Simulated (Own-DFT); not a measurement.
# What a defect does to the pressure of its cell: zincblende GaAs

Calculated, not measured: single-point runs of Own-DFT, a retired in-house plane-wave DFT program that no person has reviewed, on unrelaxed cells, without spin or spin-orbit coupling.

Method: PBE; PseudoDojo norm-conserving scalar-relativistic files; cutoff 42 hartree; 3 x 3 x 3 k mesh centred on Gamma; Fermi-Dirac smearing of 0.1 eV.

Limits (not all hold for every row): not probed for a lower state with spin; forces on such cells failed a check on a denser k mesh; forces not confirmed at this smearing and k mesh; forces on such cells passed a denser k mesh, each cell not checked; stress not checked against mesh or cutoff.

All runs share one cell, with vectors in Å (11.307, 0.000, 0.000); (0.000, 11.307, 0.000); (0.000, 0.000, 11.307) and a volume of 1445.4 Å³. u is the rms random offset of the atoms per axis. The defect's site can differ from row to row.

```
                    cell     formula   u (Å)  P (GPa)
               no defect    As32Ga32  0.0194     3.52
               no defect    As32Ga32  0.0202     3.53
               no defect    As32Ga32  0.0532     3.94
     one In on a Ga site  As32Ga31In  0.0323        ?
     one In on a Ga site  As32Ga31In  0.0325     4.35
     one In on a Ga site  As32Ga31In  0.0500     4.64
     one In on a Ga site  As32Ga31In  0.0504     4.70
        two As vacancies    As30Ga32  0.0302     3.24
        two As vacancies    As30Ga32  0.0318     3.34
        two As vacancies    As30Ga32  0.0522     3.63
     one P on an As site   As31Ga32P  0.0300     3.39
     one P on an As site   As31Ga32P  0.0302     3.35
     one P on an As site   As31Ga32P  0.0304     3.35
two As on a Ga site each    As34Ga30  0.0289     4.81
two As on a Ga site each    As34Ga30  0.0292     4.79
two As on a Ga site each    As34Ga30  0.0297     4.82
```

## Fit

P = P0 + c u² + a shift for each defect gives P0 = 3.44 GPa, c = 187 ± 11 GPa/Å² and a scatter of 0.03 GPa. The shifts, and each times the cell's volume:

- two As on a Ga site each: 1.21 ± 0.02 GPa, 10.9 eV (5.5 eV for each of its 2 sites)
- one In on a Ga site: 0.75 ± 0.03 GPa, 6.8 eV
- one P on an As site: -0.24 ± 0.02 GPa, -2.2 eV
- two As vacancies: -0.32 ± 0.02 GPa, -2.9 eV (-1.5 eV for each of its 2 sites)

Positive is outwards. The product with the volume (160.2 GPa Å³ to the eV) is nearly free of the cell's size; divided by the bulk modulus at the cell's pressure it gives the volume that the defect adds. The atoms around the defects weren't relaxed, which would change these numbers.

## Withheld run

Asked: what pressure belongs in the blank (one In on a Ga site, u = 0.0323 Å)?

From the fit: 4.38 ± 0.04 GPa. DFT gave 4.28 GPa.
